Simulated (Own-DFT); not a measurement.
# Point defects and the pressure they add: zincblende GaAs

No measurement is shown. These are fixed-geometry runs of a retired plane-wave code named Own-DFT, which no person has reviewed; spin and spin-orbit coupling are neglected.

Settings: PBE; PseudoDojo norm-conserving scalar-relativistic files; cutoff 42 hartree; 3 x 3 x 3 k mesh centred on Gamma; Fermi-Dirac smearing of 0.1 eV.

Keep in mind (not all hold for every row): not probed for a lower state with spin; forces on such cells failed a check on a denser k mesh; forces not confirmed at this smearing and k mesh; forces on such cells passed a denser k mesh, each cell not checked; stress not checked against mesh or cutoff.

All runs share one cell, with vectors in Å (11.307, 0.000, 0.000); (0.000, 11.307, 0.000); (0.000, 0.000, 11.307) and a volume of 1445.4 Å³. u is the rms random offset of the atoms per axis. The defect's site can differ from row to row.

```
cell,formula,u (Å),P (GPa)
no defect,As32Ga32,0.0202,3.52
no defect,As32Ga32,0.0208,3.54
no defect,As32Ga32,0.0482,3.90
one P on an As site,As31Ga32P,0.0291,3.37
one P on an As site,As31Ga32P,0.0316,3.37
one P on an As site,As31Ga32P,0.0323,3.37
two As vacancies,As30Ga32,0.0288,3.22
two As vacancies,As30Ga32,0.0300,3.24
two As vacancies,As30Ga32,0.0491,3.64
one Al on a Ga site,AlAs32Ga31,0.0489,3.95
one Al on a Ga site,AlAs32Ga31,0.0491,3.95
one Al on a Ga site,AlAs32Ga31,0.0516,3.92
two Ga vacancies,As32Ga30,0.0293,?
two Ga vacancies,As32Ga30,0.0298,2.97
two Ga vacancies,As32Ga30,0.0307,2.95
two Ga vacancies,As32Ga30,0.0309,2.95
```

## Fit

P = P0 + c u² + a shift for each defect gives P0 = 3.42 GPa, c = 220 ± 18 GPa/Å² and a scatter of 0.04 GPa. The shifts, and each times the cell's volume:

- one Al on a Ga site: -0.03 ± 0.04 GPa, -0.3 eV (not resolved)
- one P on an As site: -0.26 ± 0.03 GPa, -2.4 eV
- two As vacancies: -0.35 ± 0.03 GPa, -3.2 eV (-1.6 eV for each of its 2 sites)
- two Ga vacancies: -0.67 ± 0.03 GPa, -6.0 eV (-3.0 eV for each of its 2 sites)

A positive shift means that the defect pushes the cell outwards. Shift times volume (160.2 GPa Å³ is 1 eV) depends little on the cell's size, so, taken for each site, it can be compared between cells at like pressure. The atoms around the defects weren't relaxed, which would change these numbers.

## The run left out

Asked: what pressure belongs in the blank (two Ga vacancies, u = 0.0293 Å)?

The fit gives 2.94 ± 0.04 GPa. DFT gave 2.88 GPa.
